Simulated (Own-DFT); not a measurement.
# Strain and stress in diamond-structure GeSn with randomly placed atoms, 64 atoms (Ge56Sn8)

These are calculations, not measurements. The program, named Own-DFT, is a retired in-house plane-wave density functional code that no person has reviewed. Each row is one single-point run on a periodic cell that was not relaxed, without spin or spin-orbit coupling.

Settings of every run: PBE; PseudoDojo norm-conserving scalar-relativistic files; cutoff 49 hartree; 3 x 3 x 3 k mesh centred on Gamma; Fermi-Dirac smearing of 0.1 eV.

Known limits: forces on such cells moved up to 12 meV/angstrom on a denser k mesh; stress not checked against mesh or cutoff.

Unstrained cell vectors in Å: (11.524, 0.000, 0.000); (0.000, 11.524, 0.000); (0.000, 0.000, 11.524). The unstrained cell has measured lattice constants (interpolated for alloys), not those of this functional. That, the random moves and any unrelaxed bonds set the pressure at no strain. Each run strains this cell uniformly, with the atoms carried along. Every atom was also moved at random, by a Gaussian of width 0.05 Å on each axis. The random placing of the alloy's atoms differs from row to row. Strain is the symmetric tensor, in per cent. Stress is positive in tension, and the pressure is minus a third of its trace.

| run | e_xx (%) | e_yy (%) | e_zz (%) | s_xx (GPa) | s_yy (GPa) | s_zz (GPa) | P (GPa) | E (meV/atom) |
|---|---|---|---|---|---|---|---|---|
| 1 | 1.00 | 1.00 | 0.00 | -3.43 | -3.36 | -3.98 | 3.59 | 17.3 |
| 2 | -1.75 | -1.75 | 0.00 | -8.69 | -8.70 | -7.57 | 8.32 | 93.5 |
| 3 | -2.00 | -2.00 | 0.00 | -9.36 | -9.47 | -7.99 | 8.94 | 112.6 |
| 4 | -1.50 | -1.50 | 0.00 | -7.91 | -7.95 | -7.05 | 7.63 | 71.7 |
| 5 | 2.50 | 2.50 | 0.00 | -1.47 | -1.46 | -2.85 | 1.93 | 25.5 |
| 6 | 0.75 | 0.75 | 0.00 | -4.16 | -4.05 | -4.59 | 4.27 | 44.8 |
| 7 | 2.75 | 2.75 | 0.00 | -0.82 | -0.79 | -2.21 | 1.27 | 0.0 |
| 8 | -2.50 | -2.50 | 0.00 | -10.09 | -10.06 | -8.63 | 9.59 | 105.7 |
| 9 | 2.00 | 2.00 | 0.00 | ? | ? | ? | ? | ? |

E is the free energy for each atom above the lowest run shown.

## Worked fit

The change of volume is close to e_xx + e_yy + e_zz. A straight line through the runs shown gives P = 5.58 - 78 x (fractional change of volume) GPa, with an error of 2 on the slope and a scatter of 0.28 GPa. The strain isn't the same on all axes, but the crystal is cubic, so the slope still estimates the bulk modulus, averaged over pressures from 1.3 to 9.6 GPa.

## Withheld run

Question: what pressure should run 9 give? Its volume changes by 4.04 %.

The line gives 2.4 GPa. The calculation gave 2.69 GPa.
